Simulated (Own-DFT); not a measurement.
# Energy and forces against displacement in a stack of Si and Ge or SiGe layers, 96 atoms (Ge48Si48)

These are calculations, not measurements. They come from Own-DFT, an in-house plane-wave density functional program, since retired, whose code no person has reviewed. Each row is one single-point run on a periodic cell that was not relaxed, without spin or spin-orbit coupling.

Settings of every run: PBE; PseudoDojo norm-conserving scalar-relativistic files; cutoff 42 hartree; 3 x 3 x 2 k mesh centred on Gamma; Fermi-Dirac smearing of 0.1 eV.

Known limits: forces on such cells moved up to 12 meV/angstrom on a denser k mesh; stress not checked against mesh or cutoff.

Cell vectors in Å: (10.862, 0.000, 0.000); (0.000, 10.862, 0.000); (0.000, 0.000, 16.293). In each run every atom was moved at random and independently from its ideal site; u is the rms move along one axis. The random placing of the alloy's atoms differs from row to row. E is the free energy for each atom above the fitted value at u = 0, and F the rms of the force components.

```
run,u (Å),E (meV/atom),F (eV/Å),largest force (eV/Å),P (GPa)
1,0.0315,20.7,0.568,2.11,9.18
2,0.0324,22.7,0.646,2.09,9.21
3,0.0596,73.7,1.087,3.77,9.91
4,0.0605,79.8,1.182,5.79,9.91
5,0.0997,?,?,?,?
6,0.1035,234.1,1.933,8.25,11.94
7,0.1067,234.4,2.090,9.21,11.87
```

## Worked fit

For small independent moves the energy grows as E = (3/2) K u², with K the mean stiffness felt by one atom. The runs with u up to 0.11 Å give K = 14.2 ± 0.3 eV/Å², with residuals divided by u² + 0.0006 Å², since the noise grows with the moves. The scatter is 1.8 meV/atom at u = 0.05 Å. The forces follow F = G u with G = 19.0 eV/Å²; no force at u = 0 is resolved. G exceeds K because the moves of its neighbours add to the force on an atom, and stiffness differs between atoms. The pressure follows P = 8.93 + 269 u² GPa: at fixed volume, shortened bonds push harder than stretched ones pull.

## Withheld run

Question: what energy and rms force should run 5 give?

The fit gives 211 ± 7 meV/atom and about 1.89 eV/Å. The calculation gave 199.5 meV/atom and 1.925 eV/Å.
